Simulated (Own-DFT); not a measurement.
# How strain changes the stress of hcp Ru, 36 atoms (Ru36)

All numbers below are calculated, not measured. They come from Own-DFT, an in-house plane-wave density functional program, since retired, whose code no person has reviewed. Each row is one single-point run on a periodic cell that was not relaxed, without spin or spin-orbit coupling.

Settings of every run: PBE; PseudoDojo norm-conserving scalar-relativistic files; cutoff 50 hartree; 5 x 5 x 4 k mesh centred on Gamma; cold (Marzari-Vanderbilt) smearing of 0.2 eV.

Known limits: forces on such cells failed a check on a denser k mesh; stress not checked against mesh or cutoff.

Unstrained cell vectors in Å: (8.118, 0.000, 0.000); (-4.059, 7.030, 0.000); (0.000, 0.000, 8.563). The unstrained cell has measured lattice constants (interpolated for alloys), not those of this functional. That, the random moves and any unrelaxed bonds set the pressure at no strain. Each run strains this cell uniformly, with the atoms carried along. Every atom was also moved at random, by a Gaussian of width 0.05 Å on each axis. Strain is the symmetric tensor, in per cent. Stress is positive in tension, and the pressure is minus a third of its trace.

| run | e_xx (%) | e_yy (%) | e_zz (%) | e_yz (%) | e_xz (%) | e_xy (%) | s_xx (GPa) | s_yy (GPa) | s_zz (GPa) | s_yz (GPa) | s_xz (GPa) | s_xy (GPa) | P (GPa) | E (meV/atom) |
|---|---|---|---|---|---|---|---|---|---|---|---|---|---|---|
| 1 | 1.12 | 1.03 | 1.54 | -0.13 | 0.01 | 0.03 | 3.36 | 3.85 | 6.53 | -0.51 | -0.07 | 0.23 | -4.58 | 0.0 |
| 2 | 1.96 | 1.37 | 0.34 | -0.12 | 1.74 | 0.93 | 6.59 | 4.14 | 0.42 | -0.60 | 5.70 | 3.52 | -3.72 | 14.8 |
| 3 | -1.86 | -1.97 | 0.47 | 1.20 | 0.58 | -1.91 | -25.13 | -24.54 | -12.82 | 4.54 | 2.06 | -8.72 | 20.83 | 83.3 |
| 4 | -1.71 | -1.46 | 0.00 | 1.25 | -1.42 | 0.47 | -23.03 | -21.54 | -15.07 | 4.86 | -6.48 | 2.02 | 19.88 | 71.7 |
| 5 | 0.67 | 1.70 | 1.85 | 0.31 | 1.89 | -0.76 | 2.17 | 6.79 | 7.17 | 1.31 | 6.56 | -2.91 | -5.38 | 22.8 |
| 6 | 1.27 | -0.97 | 0.92 | 1.89 | 1.66 | 0.37 | -0.87 | -9.57 | -2.10 | 6.80 | 5.57 | 1.39 | 4.18 | 32.9 |
| 7 | -1.97 | 1.18 | 1.55 | 1.42 | 0.15 | 1.23 | -15.20 | -1.25 | 1.01 | 4.81 | 0.35 | 4.94 | 5.14 | 25.2 |
| 8 | -0.97 | -1.77 | -1.90 | -1.56 | -0.26 | -0.60 | -23.03 | -26.16 | -29.91 | -6.42 | -1.65 | -3.35 | 26.37 | 96.3 |
| 9 | -0.72 | 0.27 | 1.97 | -0.74 | -0.02 | -1.16 | -6.79 | -3.78 | 4.24 | -2.65 | -0.09 | -5.05 | 2.11 | 7.6 |
| 10 | -0.99 | 1.75 | -1.75 | 1.13 | -1.24 | -0.88 | -14.81 | -2.97 | -19.53 | 4.30 | -5.85 | -2.94 | 12.44 | 54.9 |
| 11 | -1.08 | 1.75 | 0.03 | -1.47 | -0.23 | 0.40 | -9.91 | 0.68 | -5.94 | -5.33 | -0.95 | 1.78 | 5.06 | 10.2 |
| 12 | -0.29 | 0.80 | 0.94 | -1.96 | 1.92 | 0.39 | -5.33 | -3.09 | -1.73 | -7.21 | 6.46 | 1.92 | 3.38 | 31.5 |
| 13 | 0.57 | -1.00 | -0.16 | -1.02 | -0.99 | -1.47 | -8.44 | -14.31 | -10.29 | -4.08 | -3.94 | -6.89 | 11.01 | 54.1 |
| 14 | -0.82 | -0.96 | 1.13 | 1.60 | 1.76 | -0.31 | -12.46 | -13.30 | -5.18 | 6.60 | 7.03 | -2.22 | 10.32 | 41.5 |
| 15 | 0.39 | 1.59 | -1.09 | 1.08 | 1.73 | -0.02 | -4.94 | 0.55 | -11.52 | 4.01 | 6.66 | -0.87 | 5.30 | 24.0 |
| 16 | -0.10 | -1.46 | -1.00 | 1.16 | 1.47 | 1.17 | ? | ? | ? | ? | ? | ? | ? | ? |

E is the free energy for each atom above the lowest run shown.

## Worked fit

Each stress component was fitted by least squares to a constant and the strains of the runs shown, as fractions, with shears doubled. Shear strains stay in the fit of a normal stress only where such slopes are resolved. The slopes, in GPa:

```
stress,at no strain,per e_xx,per e_yy,per e_zz,scatter
s_xx,-8.8,602 ± 23,242 ± 20,226 ± 22,1.00
s_yy,-8.6,198 ± 14,640 ± 12,214 ± 14,0.62
s_zz,-9.0,187 ± 23,224 ± 20,702 ± 22,1.01
```

Each shear stress against twice its own strain: yz 189 ± 4, xz 194 ± 7, xy 211 ± 8 GPa. These are stiffnesses along x, y and z of the frame in which the cell vectors are given, which need not be the crystal's axes. The atoms are held to the strained lattice; where symmetry lets them move under strain, relaxing them would lower some slopes. The table should be nearly symmetric about its diagonal, and what it lacks of that shows the noise. A ninth of its sum, 359 ± 7 GPa, estimates the bulk modulus near the mean pressure of these runs, 7.5 GPa, so it lies above the value at zero pressure.

## Withheld run

Question: what normal stresses and pressure should run 16 give?

The fit gives s_xx = -15.2, s_yy = -20.4, s_zz = -19.5 and P = 18.4 GPa. The calculation gave -14.02, -20.19, -19.31 and P = 17.84 GPa.
